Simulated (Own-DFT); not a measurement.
Simulation results for InAs (zincblende, strongly disordered by large displacements), GaP (zincblende, strongly disordered by large displacements)

Computed with Own-DFT development build. A calculation, not a measurement: plane-wave PBE density functional theory by an unreviewed code, no spin, of a simulated periodic cell, stress positive in tension, free energy of the whole cell less one offset for each atom, forces on such cells passed a denser k mesh, this cell's mesh not checked; broken bonds can close the gap or carry spin, so checks made on this kind of crystal may not hold here; offsets are fitted by least squares, one for each functional and potential file, so energies compare only between cells with the same atoms and settings and are not formation energies; the far tail of each file's local potential was reset to the Coulomb form; each entry is a single point on an unrelaxed cell, so the pressure reflects the starting lattice, mostly measured values (interpolated for alloys), from which strain is counted, and rises with the displacements; printed positions are rounded, which can move forces by about a meV/angstrom; the program, named Own-DFT, is a retired in-house code; no spin-orbit coupling.

Common to all runs: functional PBE; potential files PseudoDojo norm-conserving, scalar-relativistic, standard set; wave cutoff 42 hartree; occupations Fermi-Dirac; smearing width 0.1 eV; k mesh 3 x 3 x 3 centred on Gamma.

(1) InAs (zincblende, strongly disordered by large displacements)

```
InAs
1.0
     12.1166     0.0000     0.0000
      0.0000    12.1166     0.0000
      0.0000     0.0000    12.1166
In As In As In As In As In As In As In As In As
4 4 4 4 4 4 4 4 4 4 4 4 4 4 4 4
Direct
  0.98129 0.99965 0.04127
  0.94759 0.27235 0.25162
  0.30773 0.00229 0.26718
  0.22379 0.24361 0.94257
  0.09671 0.13266 0.14308
  0.10505 0.36251 0.37799
  0.39793 0.12933 0.35238
  0.36031 0.35529 0.14880
  0.03931 0.04417 0.51009
  0.01502 0.24505 0.76302
  0.22732 0.04634 0.76669
  0.25945 0.24868 0.47515
  0.14341 0.16879 0.66925
  0.13736 0.38940 0.88958
  0.41127 0.10335 0.85294
  0.36052 0.36892 0.62054
  0.97824 0.50255 0.96193
  0.99959 0.74428 0.25600
  0.25684 0.49861 0.16576
  0.28472 0.78600 0.99659
  0.08483 0.63098 0.14908
  0.15098 0.92531 0.38003
  0.44042 0.63850 0.35088
  0.41793 0.88557 0.12045
  0.02475 0.50571 0.53138
  0.05774 0.71634 0.73329
  0.25099 0.49211 0.79797
  0.28897 0.77247 0.49508
  0.14752 0.62830 0.56925
  0.07781 0.80782 0.90167
  0.35538 0.61913 0.88700
  0.40878 0.82584 0.60961
  0.51999 0.01140 0.01428
  0.50489 0.29555 0.22939
  0.79696 0.94933 0.31213
  0.74423 0.23217 0.02182
  0.64156 0.12478 0.11909
  0.63349 0.40016 0.34991
  0.91618 0.10349 0.39673
  0.88059 0.37695 0.12474
  0.48254 0.96684 0.51533
  0.48786 0.26191 0.72923
  0.70937 0.01716 0.77690
  0.76989 0.23405 0.49272
  0.64931 0.15844 0.59891
  0.64516 0.38645 0.87524
  0.90449 0.10435 0.90273
  0.88547 0.39235 0.60212
  0.46887 0.52812 0.98883
  0.48885 0.78832 0.25734
  0.75326 0.49987 0.20593
  0.73242 0.78293 0.00659
  0.64894 0.61027 0.11394
  0.56395 0.88558 0.38263
  0.81113 0.58525 0.36611
  0.88482 0.86731 0.10993
  0.43664 0.47593 0.50102
  0.49181 0.74979 0.74347
  0.73043 0.53614 0.75038
  0.76033 0.70182 0.50030
  0.61137 0.62038 0.64908
  0.59502 0.87735 0.92520
  0.88736 0.61809 0.86231
  0.86925 0.89697 0.61483
```

| Quantity | Value |
| --- | --- |
| hardware | one NVIDIA H200 |
| free energy of cell above offsets | 36.108 eV |
| pressure | 15.93 GPa |
| stress xx | -14.96 GPa |
| stress yy | -17.04 GPa |
| stress zz | -15.79 GPa |
| stress yz | 2.82 GPa |
| stress xz | -3.12 GPa |
| stress xy | 1.77 GPa |
| wall time | 1241 s |

Force:
| element | x (eV/Å) | y (eV/Å) | z (eV/Å) |
| --- | --- | --- | --- |
| In | 4.958 | 2.832 | -0.911 |
| In | 3.81 | -4.622 | 5.174 |
| In | -4.349 | -3.984 | -3.951 |
| In | 4.017 | -6.971 | 4.167 |
| As | 2.046 | 0.739 | 0.037 |
| As | 0.317 | 0.585 | -0.278 |
| As | 3.94 | 5.48 | 4.387 |
| As | -2.814 | -2.674 | -5.853 |
| In | 4.208 | -2.618 | 5.744 |
| In | -7.154 | 3.786 | 3.65 |
| In | 3.006 | -6.294 | 4.107 |
| In | -0.767 | -0.471 | -0.769 |
| As | 2.461 | 0.849 | -9.061 |
| As | -7.297 | 1.657 | 0.876 |
| As | -0.632 | 0.676 | 0.122 |
| As | -4.356 | -2.403 | 4.467 |
| In | 2.734 | -3.727 | 5.154 |
| In | -3.355 | 4.28 | 5.133 |
| In | -4.22 | 5.781 | 2.182 |
| In | -2.365 | 0.111 | -0.476 |
| As | 4.337 | -5 | -5.334 |
| As | -0.054 | -2.456 | -0.164 |
| As | -2.945 | -5.079 | 2.911 |
| As | -4.296 | 1.166 | -1.994 |
| In | -2.88 | -3.701 | -3.326 |
| In | -1.335 | -0.294 | -2.019 |
| In | 1.805 | 1.271 | -6.64 |
| In | -6.125 | -2.614 | -6.822 |
| As | 4.91 | 3.851 | 1.89 |
| As | 1.453 | 2.317 | 2.688 |
| As | -1.344 | 6.442 | -2.827 |
| As | -0.678 | 3.564 | 2.603 |
| In | -2.44 | 6.751 | 1.395 |
| In | 6.196 | -3.795 | 2.94 |
| In | -1.306 | -0.677 | -0.3 |
| In | 4.297 | 4.498 | -4.869 |
| As | -3.133 | -2.555 | 6.151 |
| As | 0.047 | -0.759 | 2.511 |
| As | -5.247 | 3.522 | -5.083 |
| As | -1.255 | 2.389 | -6.47 |
| In | -0.83 | 8.554 | 3.383 |
| In | 3.136 | -0.539 | 1.303 |
| In | 1.365 | 0.041 | -0.653 |
| In | 4.397 | 3.799 | -4.473 |
| As | -6.244 | -4.006 | 5.161 |
| As | -1.531 | -0.852 | 0.41 |
| As | -2.808 | 2.695 | -3.525 |
| As | -2.329 | -1.729 | 2.524 |
| In | 6.502 | -4.811 | 4.58 |
| In | 0.914 | -3.889 | -4.134 |
| In | 1.497 | -3.79 | 1.166 |
| In | 2.749 | -3.85 | 1.318 |
| As | -5.563 | 5.416 | -4.275 |
| As | 9.412 | 0.804 | -0.567 |
| As | 3.913 | -0.371 | 0.279 |
| As | -3.214 | -4.798 | 4.298 |
| In | 4.412 | 5.042 | -5.444 |
| In | 3.157 | -2.356 | 7.698 |
| In | 4.861 | -4.322 | 3.383 |
| In | -1.433 | 4.129 | 3.405 |
| As | -3.628 | 1.964 | -5.455 |
| As | 0.234 | -3.8 | -7.808 |
| As | -3.218 | 5.574 | -3.744 |
| As | 0.053 | -0.755 | 0.027 |

(2) GaP (zincblende, strongly disordered by large displacements)

```
GaP
1.0
     10.9010     0.0000     0.0000
      0.0000    10.9010     0.0000
      0.0000     0.0000    10.9010
Ga P Ga P Ga P Ga P Ga P Ga P Ga P Ga P
4 4 4 4 4 4 4 4 4 4 4 4 4 4 4 4
Direct
  0.98629 0.04216 0.00565
  0.99533 0.25060 0.25885
  0.21824 0.99876 0.26929
  0.21462 0.25549 0.00236
  0.13360 0.12768 0.14581
  0.12458 0.40967 0.37733
  0.35677 0.11609 0.36546
  0.34766 0.37169 0.13012
  0.00819 0.98935 0.45500
  0.99878 0.26806 0.72447
  0.26616 0.98408 0.77362
  0.23682 0.26677 0.47309
  0.12522 0.13729 0.63907
  0.12738 0.40376 0.85246
  0.34196 0.12600 0.87013
  0.36562 0.38961 0.62556
  0.99403 0.51316 0.99144
  0.01512 0.76558 0.22192
  0.24089 0.48377 0.25647
  0.27735 0.77282 0.99293
  0.11242 0.64430 0.10928
  0.12745 0.87677 0.37265
  0.35577 0.63519 0.37182
  0.36510 0.88420 0.11848
  0.04147 0.50111 0.51306
  0.99356 0.74394 0.75765
  0.26421 0.49384 0.74053
  0.24515 0.72592 0.49983
  0.14588 0.61478 0.63601
  0.11663 0.85004 0.89774
  0.36918 0.61907 0.88446
  0.39620 0.88754 0.64569
  0.54333 0.00849 0.01056
  0.51441 0.24183 0.24685
  0.75493 0.99468 0.23660
  0.76347 0.23437 0.99306
  0.64029 0.12858 0.12441
  0.63515 0.36454 0.39455
  0.85236 0.09333 0.35929
  0.86685 0.38401 0.12582
  0.51647 0.02122 0.49515
  0.52017 0.25713 0.78116
  0.76537 0.99333 0.77245
  0.77214 0.26303 0.46957
  0.61851 0.10771 0.62055
  0.64503 0.37901 0.87934
  0.87748 0.13223 0.84813
  0.85487 0.35695 0.62930
  0.52361 0.52115 0.01351
  0.49928 0.72414 0.24024
  0.72866 0.52500 0.26719
  0.72808 0.74401 0.98448
  0.65127 0.62402 0.12641
  0.63915 0.89480 0.36057
  0.85142 0.63516 0.36357
  0.86658 0.88786 0.13720
  0.49312 0.52227 0.49107
  0.51056 0.73897 0.72648
  0.74466 0.49959 0.74881
  0.76449 0.75255 0.47897
  0.65609 0.65050 0.65103
  0.63016 0.84500 0.86220
  0.87782 0.61598 0.87655
  0.86411 0.88605 0.63841
```

| Property | Result |
| --- | --- |
| hardware | one NVIDIA H100 |
| free energy of cell above offsets | -3.770 eV |
| pressure | 9.79 GPa |
| stress xx | -9.47 GPa |
| stress yy | -9.46 GPa |
| stress zz | -10.44 GPa |
| stress yz | -2.35 GPa |
| stress xz | 0.03 GPa |
| stress xy | 1.77 GPa |
| wall time | 568.8 s |

Force:
| element | x (eV/Å) | y (eV/Å) | z (eV/Å) |
| --- | --- | --- | --- |
| Ga | 0.566 | -2.339 | 0.563 |
| Ga | -0.798 | 0.516 | -0.305 |
| Ga | 4.394 | 1.022 | -3.018 |
| Ga | 1.363 | 0.513 | -1.394 |
| P | -2.407 | 1.348 | -1.587 |
| P | -2.404 | -5.451 | -1.258 |
| P | 2.039 | 1.402 | 0.911 |
| P | 3.145 | -0.417 | -1.021 |
| Ga | -3.693 | 3.567 | 5.324 |
| Ga | 1.58 | -0.202 | 1.876 |
| Ga | -3.156 | -2.488 | -1.598 |
| Ga | 1.035 | -1.424 | 2.49 |
| P | 1.203 | -1.595 | -2.774 |
| P | -2.502 | -2.388 | 2.41 |
| P | 3.62 | 3.763 | 3.076 |
| P | 4.01 | -3.243 | -3.233 |
| Ga | 1.491 | -1.977 | 1.81 |
| Ga | -2.144 | 0.819 | 2.131 |
| Ga | 2.138 | 4.072 | -3.333 |
| Ga | -1.61 | -2.767 | -1.148 |
| P | 2.975 | -2.368 | -0.552 |
| P | 0.598 | -7.15 | 0.876 |
| P | 2.414 | -2.026 | -2.567 |
| P | 3.097 | 1.909 | 3.072 |
| Ga | -5.254 | 1.301 | 2.524 |
| Ga | 0.349 | 0.799 | -0.987 |
| Ga | 0.384 | 2.039 | 2.969 |
| Ga | -0.228 | 3.826 | 1.866 |
| P | -2.247 | 2.829 | 1.032 |
| P | -0.698 | 2.725 | -1.307 |
| P | 1.959 | 0.141 | -0.717 |
| P | -0.864 | -0.669 | -2.785 |
| Ga | -3.838 | -2.992 | -2.643 |
| Ga | -2.069 | 0.855 | 0.734 |
| Ga | -3.89 | 0.782 | -1.132 |
| Ga | 0.479 | 1.778 | 0.255 |
| P | 0.953 | 1.596 | 0.954 |
| P | -4.458 | 3.266 | -3.135 |
| P | 3.711 | 4.768 | 3.407 |
| P | 0.601 | -0.473 | 0.194 |
| Ga | -3.615 | -3.043 | -3.108 |
| Ga | -2.59 | -1.87 | -2.574 |
| Ga | -3.182 | -1.053 | -1.213 |
| Ga | 1.946 | -3.925 | 2.086 |
| P | 3.788 | 4.103 | 4.59 |
| P | -0.736 | 0.335 | 2.152 |
| P | 1.54 | 1.681 | 1.918 |
| P | 0.145 | 2.769 | -1.435 |
| Ga | -2.67 | -2.169 | -1.711 |
| Ga | -0.417 | 2.86 | -0.067 |
| Ga | 0.671 | -5.088 | 1.008 |
| Ga | 4.44 | -0.777 | 2.084 |
| P | -2.318 | 1.706 | -0.671 |
| P | -2.915 | -2.572 | 1.782 |
| P | 6.08 | -0.843 | -0.405 |
| P | 2.857 | -2.691 | -5.033 |
| Ga | 0.532 | -0.974 | 1.888 |
| Ga | -4.146 | 0.733 | 2.588 |
| Ga | 1.397 | -0.393 | -0.04 |
| Ga | -2.196 | 3.53 | 3.588 |
| P | 1.368 | -1.871 | -4.562 |
| P | -1.996 | 4.662 | -0.53 |
| P | -2.594 | 1.288 | -1.37 |
| P | 2.767 | -2.063 | -2.948 |
